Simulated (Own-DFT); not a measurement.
# Short bonds, stiff crystals?

The numbers are computed, not measured, by runs of the plane-wave DFT program Own-DFT (in-house, retired, unreviewed) at fixed positions, with no spin and no spin-orbit coupling.

Keep in mind (not all hold for every row): forces on such cells moved up to 12 meV/angstrom on a denser k mesh; forces not confirmed at this smearing and k mesh; k mesh not checked against a denser one; forces on such cells passed a denser k mesh, each cell not checked; stress not checked against mesh or cutoff.

All runs are PBE with PseudoDojo norm-conserving files; cutoff and k mesh are each material's own. Every cell starts from measured lattice constants and was given uniform random strains and small random moves of its atoms. Each triple is the change of volume in per cent, the rms move u in Å and the pressure in GPa.

- wurtzite AlN (Al64N64), 10.45 Å³/atom unstrained: (-2.62, 0.052, 12.13); (-2.60, 0.051, 12.08); (-1.17, 0.046, 7.74); (-0.39, 0.049, 6.11); (0.10, 0.047, 5.01); (1.86, 0.052, 2.26); (2.08, 0.048, 0.99)
- wurtzite GaN (Ga48N48), 11.42 Å³/atom unstrained: (-1.56, 0.048, 11.33); (-1.21, 0.049, 10.27); (0.02, 0.051, 7.76); (0.07, 0.053, 7.89); (0.35, 0.050, 6.78); (0.41, 0.050, 7.06); (1.50, 0.048, 4.63)
- diamond silicon (Si64), 20.02 Å³/atom unstrained: (-3.43, 0.050, 6.28); (-2.10, 0.047, 5.04); (-2.05, 0.052, 5.07); (-0.49, 0.050, 3.15); (0.62, 0.047, 2.08); (1.44, 0.048, 1.28); (1.57, 0.049, 1.44)
- zincblende GaP (Ga32P32), 20.24 Å³/atom unstrained: withheld
- zincblende InP (In48P48), 25.27 Å³/atom unstrained: (-2.16, 0.052, 5.52); (-1.21, 0.050, 4.65); (-0.70, 0.052, 4.33); (-0.33, 0.050, 3.95); (1.03, 0.050, 2.98); (1.39, 0.051, 2.67); (1.45, 0.050, 2.60)
- grey tin (Sn64), 34.15 Å³/atom unstrained: (-3.11, 0.051, 5.50); (-1.86, 0.045, 4.63); (-1.45, 0.049, 4.43); (-0.46, 0.049, 3.98); (-0.18, 0.049, 3.75); (0.49, 0.051, 3.52); (1.94, 0.050, 2.74)

## Fit

Fit a line to each set against the fractional change of volume; B is minus its slope, and u is nearly the same within a set. To take it to zero pressure, assume that B rises by 4 GPa for each GPa: B0 = B - 4 x (mean pressure). The bond length of an ideal tetrahedral crystal with the unstrained volume v is d = (√3/4)(8 v)^(1/3). Cohen's empirical rule reads B0 = (1971 - 220 L) d^(-3.5) GPa, with L = 0 for group IV crystals and SiC and 1 for III-V compounds.

| material | L | d (Å) | B (GPa) | mean P (GPa) | B0 (GPa) | rule (GPa) |
|---|---|---|---|---|---|---|
| wurtzite AlN (Al64N64) | 1 | 1.893 | 228 ± 13 | 6.6 | 201 ± 13 | 188 |
| wurtzite GaN (Ga48N48) | 1 | 1.950 | 215 ± 8 | 8.0 | 184 ± 8 | 169 |
| diamond silicon (Si64) | 0 | 2.352 | 102 ± 3 | 3.5 | 88 ± 3 | 99 |
| zincblende GaP (Ga32P32) | 1 | 2.360 | ? | ? | ? | 87 |
| zincblende InP (In48P48) | 1 | 2.541 | 79 ± 2 | 3.8 | 64 ± 2 | 67 |
| grey tin (Sn64) | 0 | 2.810 | 53 ± 2 | 4.1 | 37 ± 2 | 53 |

A line through ln[B0/(1971 - 220 L)] against ln d has a slope of -4.5 ± 0.3 and a scatter of 9 %. Against the rule, B0 stands at 107 % for wurtzite AlN, 109 % for wurtzite GaN, 89 % for diamond silicon, 95 % for zincblende InP, 70 % for grey tin. PBE tends to make silicon and heavier crystals too soft, and the rule itself is only a guide.

## Prediction

Q: what B0 does the fitted trend give for zincblende GaP (Ga32P32)?

From the line: 78 GPa. Its own runs give B = 90 ± 3 GPa at a mean pressure of 4.0 GPa, so B0 = 74 GPa.
